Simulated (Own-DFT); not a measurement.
# One host, several defects: D0_22 TiAl3

Source: density functional calculations with Own-DFT, an unreviewed in-house program that is no longer used. Nothing was measured or relaxed, and spin and spin-orbit coupling are left out.

All runs used: PBE; PseudoDojo norm-conserving scalar-relativistic files; cutoff 42 hartree; 4 x 4 x 4 k mesh centred on Gamma; cold (Marzari-Vanderbilt) smearing of 0.2 eV.

Known weak points: forces on such cells failed a check on a denser k mesh; stress not checked against mesh or cutoff.

All runs share one cell, with vectors in Å (-2.365, -6.981, 4.326); (-7.667, 3.491, 1.442); (-2.950, -3.488, -7.241) and a volume of 625.4 Å³. u is the rms random offset of the atoms per axis. The defect's site can differ from row to row.

```
                     cell   formula   u (Å)  P (GPa)
                no defect  Al30Ti10  0.0196     1.98
                no defect  Al30Ti10  0.0477     2.53
                no defect  Al30Ti10  0.0487     2.60
two Ti on an Al site each  Al28Ti12  0.0293     3.12
two Ti on an Al site each  Al28Ti12  0.0302     3.32
two Ti on an Al site each  Al28Ti12  0.0531     3.67
 two Al on a Ti site each   Al32Ti8  0.0302     2.92
 two Al on a Ti site each   Al32Ti8  0.0314     2.95
 two Al on a Ti site each   Al32Ti8  0.0465     3.27
         two Al vacancies  Al28Ti10  0.0301     1.31
         two Al vacancies  Al28Ti10  0.0309        ?
         two Al vacancies  Al28Ti10  0.0505     1.55
         two Al vacancies  Al28Ti10  0.0532     1.56
```

## What the rows give

P = P0 + c u² + a shift for each defect gives P0 = 1.97 GPa, c = 235 ± 31 GPa/Å² and a scatter of 0.09 GPa. The shifts, and each times the cell's volume:

- two Ti on an Al site each: 1.04 ± 0.07 GPa, 4.0 eV (2.0 eV for each of its 2 sites)
- two Al on a Ti site each: 0.75 ± 0.07 GPa, 2.9 eV (1.5 eV for each of its 2 sites)
- two Al vacancies: -1.00 ± 0.07 GPa, -3.9 eV (-1.9 eV for each of its 2 sites)

Against the defect-free cell, a freed cell would be larger where the shift is positive and smaller where it is negative (160.2 GPa Å³ is 1 eV). The atoms around the defects weren't relaxed, which would change these numbers.

## Test on the hidden row

Question: what pressure belongs in the blank (two Al vacancies, u = 0.0309 Å)?

From the fit: 1.20 ± 0.11 GPa. DFT gave 1.31 GPa.
